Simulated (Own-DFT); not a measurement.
## Calculated data, Hf₃₆O₇₁ (tetragonal hafnia with one neutral oxygen vacancy, atoms displaced)

A calculation, not a measurement: plane-wave PBE and HSE06 DFT by an unreviewed code, no spin, of a simulated cell at Gamma alone, so results move with cell size and shape, stress positive in tension, energies less offsets, not probed for a lower state with spin; hafnium file: forces about 75 meV/angstrom off all-electron values; oxygen file: force components 24 meV/angstrom off all-electron in a glass; k mesh not checked against a denser one; forces and stress are PBE's, HSE06 gives the energy alone, and its difference from PBE has offsets of its own; offsets are fitted by least squares, one for each functional and potential file, so energies compare only between cells with the same atoms and settings and are not formation energies; the far tail of each file's local potential was reset to the Coulomb form; each entry is a single point on an unrelaxed cell, so the pressure reflects the starting lattice, taken from the Materials Project, from which strain is counted, and rises with the displacements; printed positions are rounded, which can move forces by about a meV/angstrom; the program is a retired in-house code; no spin-orbit coupling. Program: Own-DFT development build.

Common to all runs: first functional PBE; second functional HSE06; exact exchange share 0.25; screening 0.11 1/bohr; exchange divergence Gygi-Baldereschi; potential files PseudoDojo norm-conserving, scalar-relativistic, made for PBE, standard set; wave cutoff 48 hartree; occupations fixed; k mesh 1 x 1 x 1 centred on Gamma.

```yaml
- entry: 1
  formula: Hf36O71
  kind: "tetragonal hafnia with one neutral oxygen vacancy, atoms displaced"
  structure:
    cell_angstrom: [[10.78, 0.0, 0.0], [0.0, 10.78, 0.0], [0.0, 0.0, 10.4493]]
    atoms_fractional:
      - [Hf, 0.00128, 0.99727, 0.00393]
      - [Hf, 0.16816, 0.16677, 0.24905]
      - [O, 0.99801, 0.16757, 0.15243]
      - [O, 0.1655, 0.9981, 0.34961]
      - [O, 0.99605, 0.16966, 0.40413]
      - [O, 0.17007, 0.99554, 0.1009]
      - [Hf, 0.00126, 0.00295, 0.49924]
      - [Hf, 0.16841, 0.16942, 0.75389]
      - [O, 0.00102, 0.16664, 0.65134]
      - [O, 0.16431, 0.99956, 0.84806]
      - [O, 0.00073, 0.1652, 0.90449]
      - [O, 0.16502, 0.99816, 0.59836]
      - [Hf, 0.00076, 0.33062, 0.99449]
      - [Hf, 0.1628, 0.50121, 0.25081]
      - [O, 0.00273, 0.50308, 0.14997]
      - [O, 0.16994, 0.33573, 0.34209]
      - [O, 0.99618, 0.50153, 0.39902]
      - [O, 0.16894, 0.33743, 0.10301]
      - [Hf, 0.99972, 0.33222, 0.4982]
      - [Hf, 0.16494, 0.50153, 0.74959]
      - [O, 0.99718, 0.50095, 0.65157]
      - [O, 0.16788, 0.32929, 0.85117]
      - [O, 0.00221, 0.49874, 0.90668]
      - [O, 0.16955, 0.34083, 0.60206]
      - [Hf, 0.00721, 0.66787, 0.00274]
      - [Hf, 0.16254, 0.82933, 0.24705]
      - [O, 0.00208, 0.83109, 0.15103]
      - [O, 0.17076, 0.66717, 0.34782]
      - [O, 0.00396, 0.83159, 0.40231]
      - [O, 0.16583, 0.66351, 0.09898]
      - [Hf, 0.00087, 0.66925, 0.4948]
      - [Hf, 0.16546, 0.83277, 0.74665]
      - [O, 0.99372, 0.8331, 0.6578]
      - [O, 0.16695, 0.66435, 0.85107]
      - [O, 0.0029, 0.84027, 0.90381]
      - [O, 0.16834, 0.66521, 0.59777]
      - [Hf, 0.33222, 0.00095, 0.00147]
      - [Hf, 0.50057, 0.16615, 0.24815]
      - [O, 0.33365, 0.16414, 0.15378]
      - [O, 0.49827, 0.00083, 0.3422]
      - [O, 0.33589, 0.16861, 0.40779]
      - [O, 0.50186, 0.99792, 0.0965]
      - [Hf, 0.33091, 0.00263, 0.49365]
      - [Hf, 0.50184, 0.16304, 0.75105]
      - [O, 0.33483, 0.16167, 0.64869]
      - [O, 0.50327, 0.00014, 0.84548]
      - [O, 0.33294, 0.16639, 0.89508]
      - [O, 0.49764, 0.99907, 0.5979]
      - [Hf, 0.33317, 0.3295, 0.00383]
      - [Hf, 0.5004, 0.50078, 0.24782]
      - [O, 0.33338, 0.49862, 0.15336]
      - [O, 0.33556, 0.49896, 0.40512]
      - [O, 0.50712, 0.33541, 0.099]
      - [Hf, 0.33379, 0.33181, 0.50119]
      - [Hf, 0.50276, 0.50281, 0.74911]
      - [O, 0.33158, 0.49501, 0.65711]
      - [O, 0.5, 0.33118, 0.84759]
      - [O, 0.33158, 0.50101, 0.89654]
      - [O, 0.4992, 0.33205, 0.60077]
      - [Hf, 0.33389, 0.67001, 0.00294]
      - [Hf, 0.49883, 0.83011, 0.24671]
      - [O, 0.33197, 0.83283, 0.14932]
      - [O, 0.49583, 0.67586, 0.34725]
      - [O, 0.33288, 0.83226, 0.40192]
      - [O, 0.49719, 0.66789, 0.09698]
      - [Hf, 0.33104, 0.6691, 0.49932]
      - [Hf, 0.49644, 0.83244, 0.75066]
      - [O, 0.33149, 0.8374, 0.65344]
      - [O, 0.49798, 0.66815, 0.84303]
      - [O, 0.33558, 0.83377, 0.90257]
      - [O, 0.49566, 0.66647, 0.59973]
      - [Hf, 0.66601, 0.00069, 0.00236]
      - [Hf, 0.84155, 0.16334, 0.25599]
      - [O, 0.66436, 0.16744, 0.15315]
      - [O, 0.83117, 0.00416, 0.34058]
      - [O, 0.66653, 0.16858, 0.39872]
      - [O, 0.83119, 0.99904, 0.10151]
      - [Hf, 0.6629, 0.00402, 0.50181]
      - [Hf, 0.82853, 0.17654, 0.74768]
      - [O, 0.67225, 0.16936, 0.652]
      - [O, 0.83262, 0.99897, 0.84966]
      - [O, 0.66892, 0.16194, 0.90479]
      - [O, 0.83218, 0.99799, 0.59769]
      - [Hf, 0.66888, 0.32864, 0.00023]
      - [Hf, 0.83878, 0.50075, 0.24786]
      - [O, 0.66391, 0.49758, 0.15277]
      - [O, 0.83622, 0.33753, 0.34852]
      - [O, 0.66764, 0.50058, 0.40153]
      - [O, 0.83245, 0.33278, 0.09824]
      - [Hf, 0.66581, 0.3304, 0.50481]
      - [Hf, 0.83699, 0.49613, 0.74905]
      - [O, 0.66398, 0.50083, 0.65267]
      - [O, 0.82737, 0.33218, 0.84802]
      - [O, 0.66744, 0.50291, 0.904]
      - [O, 0.834, 0.33017, 0.60204]
      - [Hf, 0.67166, 0.66895, 0.99893]
      - [Hf, 0.83525, 0.83334, 0.25133]
      - [O, 0.66973, 0.83281, 0.14994]
      - [O, 0.83207, 0.66144, 0.34799]
      - [O, 0.66906, 0.83016, 0.39918]
      - [O, 0.83404, 0.66905, 0.09884]
      - [Hf, 0.67065, 0.66728, 0.49904]
      - [Hf, 0.8374, 0.8334, 0.75035]
      - [O, 0.66571, 0.83464, 0.65642]
      - [O, 0.83308, 0.66736, 0.84859]
      - [O, 0.66567, 0.83222, 0.8979]
      - [O, 0.83238, 0.66579, 0.60064]
  results:
    "PBE_energy_of_cell_above_offsets [eV]": "-100.294"
    "HSE06_less_PBE_above_offsets [eV]": "-0.106"
    "PBE_pressure [GPa]": 0.91
    "PBE_stress_xx [GPa]": -0.51
    "PBE_stress_yy [GPa]": -0.84
    "PBE_stress_zz [GPa]": -1.38
    "PBE_stress_yz [GPa]": 0.17
    "PBE_stress_xz [GPa]": 0.14
    "PBE_stress_xy [GPa]": -0.08
    force_element: [Hf, Hf, O, O, O, O, Hf, Hf, O, O, O, O, Hf, Hf, O, O, O, O, Hf, Hf, O, O, O, O, Hf, Hf, O, O, O, O, Hf, Hf, O, O, O, O, Hf, Hf, O, O, O, O, Hf, Hf, O, O, O, O, Hf, Hf, O, O, O, Hf, Hf, O, O, O, O, Hf, Hf, O, O, O, O, Hf, Hf, O, O, O, O, Hf, Hf, O, O, O, O, Hf, Hf, O, O, O, O, Hf, Hf, O, O, O, O, Hf, Hf, O, O, O, O, Hf, Hf, O, O, O, O, Hf, Hf, O, O, O, O]
    "force_x [eV/angstrom]": [-0.831, -0.158, 1.387, -0.156, 0.335, -0.62, -0.229, 0.166, -0.021, 0.383, 0.026, -0.285, 0.13, 1.244, -0.347, -0.527, 0.741, -0.632, 0.147, 1.226, 0.407, -0.386, -0.278, -1.154, -1.461, 1.552, -0.446, -0.533, -0.453, 0.616, -0.595, 0.132, 2.132, -0.512, 0.08, -0.994, 0.609, 0.967, -0.231, 0.013, -0.206, -0.925, 0.281, -0.805, -0.437, -0.27, 0.051, 0.507, 0.669, 0.126, -0.121, 0.29, -1.753, 0.397, -1.129, 0.274, 0.307, -0.019, 0.386, 0.389, 0.443, -0.399, 0.189, -0.295, 0.713, 1.236, 0.922, -0.378, -0.068, -0.282, 0.496, 0.662, -1.913, 0.708, 0.502, -0.377, 0.912, 0.214, 1.668, -1.604, 0.2, -0.083, 0.172, -0.247, -1.479, 0.876, 0.271, -0.726, 0.856, -0.52, -1.323, 1.242, 0.512, -0.046, 0.402, -0.432, -1.461, -0.182, 0.441, 0.38, 0.714, -0.933, -2.399, 0.028, 0.476, -0.129, 0.592]
    "force_y [eV/angstrom]": [0.742, 0.256, -0.193, 0.671, -0.61, 0.477, -0.206, -0.922, 0.201, 0.141, 0.148, -0.158, 0.045, -0.353, 0.04, -0.925, -0.051, -0.699, 0.897, -0.568, -0.116, 0.818, -0.078, -0.677, -0.039, 0.62, 0.102, -0.171, 0.666, 0.435, -0.935, 0.376, -0.221, 0.973, -1.576, 0.229, -0.548, 0.831, 0.19, -0.264, -0.045, 0.134, -0.894, 0.57, 0.23, 0.101, -0.231, 0.389, 1.567, -0.261, 0.087, 0.099, -0.354, 1.176, -0.229, 0.334, -0.142, -0.439, -0.241, -0.976, 0.61, -0.116, -1.813, 0.684, 0.134, -0.496, -0.077, -0.234, -0.267, 0.353, -0.023, -1.127, 1.961, -0.19, -1.619, 0.047, -0.049, -1.345, -2.689, -0.225, 0.628, 0.83, 0.239, 0.952, -0.65, 0.506, -0.74, -0.452, 0.159, 1.121, 1.696, -0.335, 0.607, -0.617, 0.292, 0.072, -0.332, -0.154, 1.277, 1.121, -0.113, -0.119, 0.488, -0.045, -0.516, 0.16, -0.018]
    "force_z [eV/angstrom]": [-0.792, -0.057, 0.174, -0.353, -0.517, 0.036, 1.195, -0.723, 0.023, 0.015, -0.071, -0.469, 1.275, -0.411, 0.059, 1.009, 0.259, -0.776, 0.79, 0.243, -0.135, 0.193, -0.703, -0.736, -1.025, 0.532, 0.053, 0.085, -0.301, 0.535, 1.276, 0.671, -1.387, -0.286, 0.179, 0.126, -0.709, 0.404, -0.505, 0.559, -1.367, -0.23, 1.228, -0.131, 0.517, 0.385, 1.094, -0.597, -0.899, 0.691, 0.035, -0.053, 0.213, 0.587, 0.564, -0.357, 0.051, 1.539, -0.946, -1.042, -0.196, 0.275, 0.015, -0.129, -0.028, 0.065, -0.231, -0.228, 0.741, 0.104, -0.611, -0.573, -1.469, 0.082, 1.474, 0.763, -0.146, -0.069, 0.701, -0.61, -0.33, -0.648, -0.978, 0.224, -0.348, 0.243, 0.303, 0.439, -0.392, -0.997, 0.355, -0.17, 0.445, -0.046, -0.257, -0.304, -0.544, 0.444, 0.176, 0.356, 0.08, 0.546, 0.983, -0.703, -0.046, 0.984, -0.768]
- entry: 2
  formula: Hf36O71
  kind: "tetragonal hafnia with one neutral oxygen vacancy, atoms displaced"
  structure:
    cell_angstrom: [[10.78, 0.0, 0.0], [0.0, 10.78, 0.0], [0.0, 0.0, 10.4493]]
    atoms_fractional:
      - [Hf, 0.99794, 0.00288, 0.99769]
      - [Hf, 0.17455, 0.16846, 0.24627]
      - [O, 0.00583, 0.16649, 0.14678]
      - [O, 0.16283, 0.00121, 0.35278]
      - [O, 0.00154, 0.16015, 0.39908]
      - [O, 0.17528, 0.99484, 0.10275]
      - [Hf, 0.99902, 0.00531, 0.49509]
      - [Hf, 0.16526, 0.17135, 0.74608]
      - [O, 0.99349, 0.1733, 0.64969]
      - [O, 0.15946, 0.00192, 0.84872]
      - [O, 0.00112, 0.17161, 0.90483]
      - [O, 0.16556, 0.00122, 0.59452]
      - [Hf, 0.00752, 0.33131, 0.99548]
      - [Hf, 0.16801, 0.50211, 0.25382]
      - [O, 0.99561, 0.508, 0.14754]
      - [O, 0.17047, 0.33135, 0.34825]
      - [O, 0.99912, 0.49928, 0.41016]
      - [O, 0.17245, 0.32757, 0.09805]
      - [Hf, 0.98992, 0.32831, 0.5051]
      - [Hf, 0.16979, 0.50629, 0.7532]
      - [O, 0.1713, 0.32715, 0.83734]
      - [O, 0.99776, 0.49921, 0.90531]
      - [O, 0.16824, 0.32933, 0.59157]
      - [Hf, 0.99529, 0.66917, 0.99695]
      - [Hf, 0.16342, 0.8366, 0.24292]
      - [O, 0.00019, 0.84104, 0.1479]
      - [O, 0.16997, 0.6591, 0.34613]
      - [O, 0.00881, 0.83198, 0.40432]
      - [O, 0.17006, 0.66321, 0.09907]
      - [Hf, 0.00907, 0.66301, 0.50082]
      - [Hf, 0.17406, 0.83328, 0.74601]
      - [O, 0.00025, 0.84285, 0.66263]
      - [O, 0.16679, 0.66194, 0.84756]
      - [O, 0.00422, 0.82966, 0.89881]
      - [O, 0.15226, 0.66322, 0.59907]
      - [Hf, 0.33865, 0.00098, 0.00128]
      - [Hf, 0.50837, 0.16751, 0.25165]
      - [O, 0.33463, 0.16128, 0.15293]
      - [O, 0.50089, 0.99904, 0.34631]
      - [O, 0.33403, 0.16356, 0.40951]
      - [O, 0.50063, 0.99394, 0.09402]
      - [Hf, 0.34213, 0.99583, 0.51437]
      - [Hf, 0.49417, 0.16237, 0.75178]
      - [O, 0.33013, 0.16738, 0.65615]
      - [O, 0.50942, 0.99779, 0.84211]
      - [O, 0.32697, 0.15618, 0.90227]
      - [O, 0.49302, 0.00127, 0.59775]
      - [Hf, 0.33678, 0.33424, 0.00078]
      - [Hf, 0.50838, 0.49976, 0.24184]
      - [O, 0.33405, 0.49857, 0.14405]
      - [O, 0.49571, 0.33627, 0.34055]
      - [O, 0.33079, 0.50027, 0.40693]
      - [O, 0.49452, 0.3278, 0.09825]
      - [Hf, 0.33855, 0.32907, 0.49711]
      - [Hf, 0.4993, 0.48837, 0.75408]
      - [O, 0.33358, 0.50039, 0.65748]
      - [O, 0.50121, 0.32904, 0.84608]
      - [O, 0.33378, 0.49953, 0.90082]
      - [O, 0.50354, 0.34263, 0.59926]
      - [Hf, 0.33638, 0.67049, 0.00119]
      - [Hf, 0.49814, 0.8239, 0.25223]
      - [O, 0.33747, 0.83673, 0.14983]
      - [O, 0.50454, 0.66848, 0.34442]
      - [O, 0.32715, 0.83425, 0.39898]
      - [O, 0.49891, 0.67263, 0.09549]
      - [Hf, 0.32304, 0.66452, 0.50657]
      - [Hf, 0.49168, 0.83962, 0.74419]
      - [O, 0.33436, 0.83183, 0.6632]
      - [O, 0.50757, 0.66757, 0.84588]
      - [O, 0.34084, 0.83873, 0.90403]
      - [O, 0.50197, 0.66422, 0.5927]
      - [Hf, 0.6656, 0.99635, 0.99571]
      - [Hf, 0.83938, 0.16598, 0.2517]
      - [O, 0.66685, 0.163, 0.14547]
      - [O, 0.8279, 0.99581, 0.34613]
      - [O, 0.66256, 0.16588, 0.39262]
      - [O, 0.84147, 0.9983, 0.09441]
      - [Hf, 0.67651, 0.99649, 0.50237]
      - [Hf, 0.83956, 0.16571, 0.74344]
      - [O, 0.67138, 0.16083, 0.64983]
      - [O, 0.83997, 0.00532, 0.84571]
      - [O, 0.66668, 0.16531, 0.89272]
      - [O, 0.83229, 0.99534, 0.59909]
      - [Hf, 0.66466, 0.33904, 0.99633]
      - [Hf, 0.83066, 0.49528, 0.24518]
      - [O, 0.66861, 0.50109, 0.14957]
      - [O, 0.83494, 0.33252, 0.34973]
      - [O, 0.66538, 0.49913, 0.40132]
      - [O, 0.83552, 0.3232, 0.09957]
      - [Hf, 0.67344, 0.34054, 0.50101]
      - [Hf, 0.83796, 0.48903, 0.74883]
      - [O, 0.66342, 0.49776, 0.64977]
      - [O, 0.83646, 0.33276, 0.84405]
      - [O, 0.66241, 0.49955, 0.90698]
      - [O, 0.82787, 0.32679, 0.59754]
      - [Hf, 0.66595, 0.66836, 0.99818]
      - [Hf, 0.84156, 0.83084, 0.25809]
      - [O, 0.66493, 0.82691, 0.14486]
      - [O, 0.83893, 0.66875, 0.34614]
      - [O, 0.66795, 0.83137, 0.40065]
      - [O, 0.82594, 0.66629, 0.10516]
      - [Hf, 0.67649, 0.66453, 0.49732]
      - [Hf, 0.83135, 0.83208, 0.75189]
      - [O, 0.66583, 0.8225, 0.66037]
      - [O, 0.83278, 0.66462, 0.84198]
      - [O, 0.66457, 0.83204, 0.89856]
      - [O, 0.83666, 0.66281, 0.60109]
  results:
    "PBE_energy_of_cell_above_offsets [eV]": "-96.365"
    "HSE06_less_PBE_above_offsets [eV]": "0.116"
    "PBE_pressure [GPa]": 2.46
    "PBE_stress_xx [GPa]": -2.85
    "PBE_stress_yy [GPa]": -1.72
    "PBE_stress_zz [GPa]": -2.83
    "PBE_stress_yz [GPa]": 0.49
    "PBE_stress_xz [GPa]": -0.81
    "PBE_stress_xy [GPa]": -0.11
    force_element: [Hf, Hf, O, O, O, O, Hf, Hf, O, O, O, O, Hf, Hf, O, O, O, O, Hf, Hf, O, O, O, Hf, Hf, O, O, O, O, Hf, Hf, O, O, O, O, Hf, Hf, O, O, O, O, Hf, Hf, O, O, O, O, Hf, Hf, O, O, O, O, Hf, Hf, O, O, O, O, Hf, Hf, O, O, O, O, Hf, Hf, O, O, O, O, Hf, Hf, O, O, O, O, Hf, Hf, O, O, O, O, Hf, Hf, O, O, O, O, Hf, Hf, O, O, O, O, Hf, Hf, O, O, O, O, Hf, Hf, O, O, O, O]
    "force_x [eV/angstrom]": [1.482, -0.36, -0.209, -0.281, -1.137, -1.119, 1.735, -0.231, 1.736, 0.253, -0.016, 0.283, -0.546, 0.271, 0.536, -0.192, 0.002, -0.566, 2.848, -0.487, -0.201, 0.247, -0.73, -0.016, 1.483, -0.129, -0.347, -0.628, -0.696, -4.466, -4.233, 0.458, 0.42, -0.386, 3.84, -0.859, -0.395, 0.979, -0.094, 0.338, 0.76, -4.009, 1.906, 0.927, -0.446, 0.957, 3.704, -0.957, -2.298, 0.472, 0.147, -0.013, 1.743, -0.895, 0.272, -0.633, -0.374, 0.127, -0.248, -0.205, 0.612, -0.839, -0.107, 0.277, 0.233, 2.578, 4.108, -1.305, -0.851, -0.481, -1.061, 0.417, -0.653, 0.535, 0.357, 0.669, -1.786, -1.807, -2.779, -1.098, 0.071, -0.206, 0.697, 0.6, 1.532, -0.164, 0.062, 0.508, -0.237, -2.523, -0.042, 1.484, -0.277, 0.036, 0.714, -0.256, -1.529, 0.674, -0.401, 0.419, 1.391, -1.502, 0.621, -0.171, 0.145, 0.903, 0.912]
    "force_y [eV/angstrom]": [-0.574, -1.034, -0.096, -0.019, 1.763, 0.003, -2.205, -1.788, -0.374, -0.578, -0.409, -0.174, 0.082, -1.275, -0.721, 0.362, -0.807, 0.459, 0.654, -2.168, 2.282, 0.035, 0.189, -0.223, 1.016, -0.927, 1.552, 0.039, 0.544, 0.582, 1.667, -0.491, 1.535, 0.184, -0.171, -0.564, -1.359, 0.321, -0.412, -0.247, 0.62, 0.805, 0.157, -0.003, 0.744, 2.036, -0.338, -0.361, 0.496, 0.02, 0.171, 0.424, 0.586, 0.425, 2.856, 0.566, -0.693, -0.185, -0.967, -0.186, 2.425, -0.962, -2.041, -0.847, -0.958, -0.606, -2.673, -0.332, -0.288, -0.924, 0.456, 0.524, -0.244, 0.114, 0.857, 0.416, 0.285, 0.733, -0.531, -0.089, -0.878, 0.74, 0.159, -2.887, 1.114, -0.763, -0.067, 0.131, 0.944, -1.282, 2.314, -0.338, -0.404, -0.379, 0.902, 1.634, -0.182, 0.547, -1.401, 0.027, -0.021, 0.673, 0.011, 0.969, -0.83, 0.386, -0.253]
    "force_z [eV/angstrom]": [-0.238, 0.822, 0.746, -1.236, -0.239, -0.524, 0.703, 0.012, -1.06, -0.923, -1.066, 0.724, 1.387, -1.072, 1.136, -0.619, 0.066, -0.68, -0.947, -0.444, 1.417, -1.016, 0.021, 0.814, 0.843, 0.319, 0.917, -0.296, -0.446, -1.733, 2.643, -0.943, 0.077, 0.924, 2.209, 1.382, -0.162, -0.008, 0.173, -0.044, -0.293, -4.895, -0.093, -0.303, 0.343, -0.598, 1.819, -0.153, 1.168, 0.991, 0.492, -0.044, -0.358, -0.115, -1.096, -0.331, 0.998, 0.123, -0.344, -0.104, -0.909, 0.321, 0.134, 1.619, 0.296, -1.604, 2.308, -3.136, -0.334, -0.864, -0.672, 0.74, -1.745, 0.503, 0.873, 1.281, 0.386, -1.296, 2.086, -0.425, 0.117, 1.047, -0.226, 0.42, 0.045, -0.416, 0.294, -0.861, -0.384, -0.395, -0.433, 0.445, 0.476, -0.647, 0.734, -0.27, -2.169, 1.088, 0.582, 0.729, -1.099, 1.098, 0.244, -1.465, 0.975, 0.358, -0.705]
```
